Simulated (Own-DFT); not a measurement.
# Short bonds, stiff crystals?

No measurement is shown. These are fixed-geometry runs of a retired plane-wave code named Own-DFT, which no person has reviewed; spin and spin-orbit coupling are neglected.

Keep in mind (not all hold for every row): forces on such cells moved up to 12 meV/angstrom on a denser k mesh; forces not confirmed at this smearing and k mesh; k mesh not checked against a denser one; forces on such cells passed a denser k mesh, each cell not checked; stress not checked against mesh or cutoff.

All runs are PBE with PseudoDojo norm-conserving files; cutoff and k mesh are each material's own. Every cell starts from measured lattice constants and was given uniform random strains and small random moves of its atoms. Each triple is the change of volume in per cent, the rms move u in Å and the pressure in GPa.

- 4H SiC (C36Si36), 10.36 Å³/atom unstrained: (-2.98, 0.047, 12.51); (-1.59, 0.054, 9.64); (-0.14, 0.053, 6.28); (0.73, 0.053, 3.52); (2.49, 0.049, -0.28); (2.55, 0.048, -0.76); (3.59, 0.054, -2.34)
- wurtzite AlN (Al36N36), 10.45 Å³/atom unstrained: withheld
- wurtzite GaN (Ga36N36), 11.42 Å³/atom unstrained: (-2.58, 0.051, 13.26); (-1.68, 0.052, 11.47); (-0.74, 0.053, 9.60); (-0.03, 0.046, 7.84); (0.90, 0.052, 5.97); (1.10, 0.045, 5.56); (2.14, 0.051, 3.87)
- diamond silicon (Si64), 20.02 Å³/atom unstrained: (-2.89, 0.054, 5.88); (-1.19, 0.049, 3.83); (0.26, 0.049, 2.46); (0.62, 0.049, 2.14); (1.80, 0.053, 0.98); (2.18, 0.051, 0.69); (2.90, 0.049, -0.16)
- zincblende GaAs (As32Ga32), 22.58 Å³/atom unstrained: (-3.77, 0.053, 7.32); (-3.20, 0.050, 7.08); (-0.91, 0.054, 4.82); (-0.22, 0.050, 4.31); (0.18, 0.050, 4.01); (1.17, 0.047, 3.16); (3.61, 0.055, 1.50)
- grey tin (Sn64), 34.15 Å³/atom unstrained: (-3.37, 0.048, 5.59); (-2.37, 0.053, 5.10); (-1.70, 0.052, 4.76); (-0.71, 0.047, 4.01); (0.85, 0.054, 3.28); (1.57, 0.049, 3.01); (1.66, 0.051, 2.95)

## Working it out

Fit a line to each set against the fractional change of volume; B is minus its slope, and u is nearly the same within a set. To take it to zero pressure, assume that B rises by 4 GPa for each GPa: B0 = B - 4 x (mean pressure). The bond length of an ideal tetrahedral crystal with the unstrained volume v is d = (√3/4)(8 v)^(1/3). Cohen's empirical rule reads B0 = (1971 - 220 L) d^(-3.5) GPa, with L = 0 for group IV crystals and SiC and 1 for III-V compounds.

| material | L | d (Å) | B (GPa) | mean P (GPa) | B0 (GPa) | rule (GPa) |
|---|---|---|---|---|---|---|
| 4H SiC (C36Si36) | 0 | 1.888 | 235 ± 6 | 4.1 | 218 ± 6 | 213 |
| wurtzite AlN (Al36N36) | 1 | 1.893 | ? | ? | ? | 188 |
| wurtzite GaN (Ga36N36) | 1 | 1.950 | 204 ± 5 | 8.2 | 171 ± 5 | 169 |
| diamond silicon (Si64) | 0 | 2.352 | 102 ± 2 | 2.3 | 93 ± 2 | 99 |
| zincblende GaAs (As32Ga32) | 1 | 2.448 | 82 ± 3 | 4.6 | 63 ± 3 | 76 |
| grey tin (Sn64) | 0 | 2.810 | 53 ± 2 | 4.1 | 37 ± 2 | 53 |

A line through ln[B0/(1971 - 220 L)] against ln d has a slope of -4.4 ± 0.2 and a scatter of 6 %. Against the rule, B0 stands at 102 % for 4H SiC, 101 % for wurtzite GaN, 94 % for diamond silicon, 83 % for zincblende GaAs, 69 % for grey tin. PBE tends to make silicon and heavier crystals too soft, and the rule itself is only a guide.

## The run left out

Q: what B0 does the fitted trend give for wurtzite AlN (Al36N36)?

The straight line predicts 197 GPa. Its own runs give B = 205 ± 5 GPa at a mean pressure of 5.8 GPa, so B0 = 182 GPa.
